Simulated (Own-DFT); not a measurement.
# Which defects push the lattice out? zincblende GaAs

Calculated, not measured: single-point runs of Own-DFT, a retired in-house plane-wave DFT program that no person has reviewed, on unrelaxed cells, without spin or spin-orbit coupling.

All runs used: PBE; PseudoDojo norm-conserving scalar-relativistic files; cutoff 42 hartree; 3 x 3 x 3 k mesh centred on Gamma; Fermi-Dirac smearing of 0.1 eV.

Caveats (not all hold for every row): not probed for a lower state with spin; forces on such cells failed a check on a denser k mesh; forces not confirmed at this smearing and k mesh; forces on such cells passed a denser k mesh, each cell not checked; stress not checked against mesh or cutoff.

All runs share one cell, with vectors in Å (11.307, 0.000, 0.000); (0.000, 11.307, 0.000); (0.000, 0.000, 11.307) and a volume of 1445.4 Å³. Atoms were moved at random from their sites; u is the rms move along one axis. The defect's site can differ from row to row.

| cell | formula | u (Å) | P (GPa) |
|---|---|---|---|
| no defect | As32Ga32 | 0.0198 | 3.52 |
| no defect | As32Ga32 | 0.0223 | 3.55 |
| no defect | As32Ga32 | 0.0509 | 3.95 |
| two As on a Ga site each | As34Ga30 | 0.0292 | 4.80 |
| two As on a Ga site each | As34Ga30 | 0.0294 | 4.79 |
| two As on a Ga site each | As34Ga30 | 0.0308 | 4.83 |
| one As on a Ga site and one Ga on an As site | As32Ga32 | 0.0311 | 3.92 |
| one As on a Ga site and one Ga on an As site | As32Ga32 | 0.0313 | 3.92 |
| one As on a Ga site and one Ga on an As site | As32Ga32 | 0.0489 | ? |
| one As on a Ga site and one Ga on an As site | As32Ga32 | 0.0539 | 4.45 |
| two As vacancies | As30Ga32 | 0.0283 | 3.15 |
| two As vacancies | As30Ga32 | 0.0303 | 3.26 |
| two As vacancies | As30Ga32 | 0.0496 | 3.59 |
| one In on a Ga site | As32Ga31In | 0.0285 | 4.25 |
| one In on a Ga site | As32Ga31In | 0.0490 | 4.51 |
| one In on a Ga site | As32Ga31In | 0.0544 | 4.87 |

## Fit

P = P0 + c u² + a shift for each defect gives P0 = 3.39 GPa, c = 241 ± 21 GPa/Å² and a scatter of 0.07 GPa. The shifts, and each times the cell's volume:

- two As on a Ga site each: 1.20 ± 0.05 GPa, 10.8 eV (5.4 eV for each of its 2 sites)
- one In on a Ga site: 0.66 ± 0.06 GPa, 5.9 eV
- one As on a Ga site and one Ga on an As site: 0.31 ± 0.05 GPa, 2.8 eV
- two As vacancies: -0.40 ± 0.05 GPa, -3.6 eV (-1.8 eV for each of its 2 sites)

Against the defect-free cell, a freed cell would be larger where the shift is positive and smaller where it is negative (160.2 GPa Å³ is 1 eV). The atoms around the defects weren't relaxed, which would change these numbers.

## Check

Q: what pressure belongs in the blank (one As on a Ga site and one Ga on an As site, u = 0.0489 Å)?

Estimate: 4.28 ± 0.08 GPa. The run itself gave 4.30 GPa.
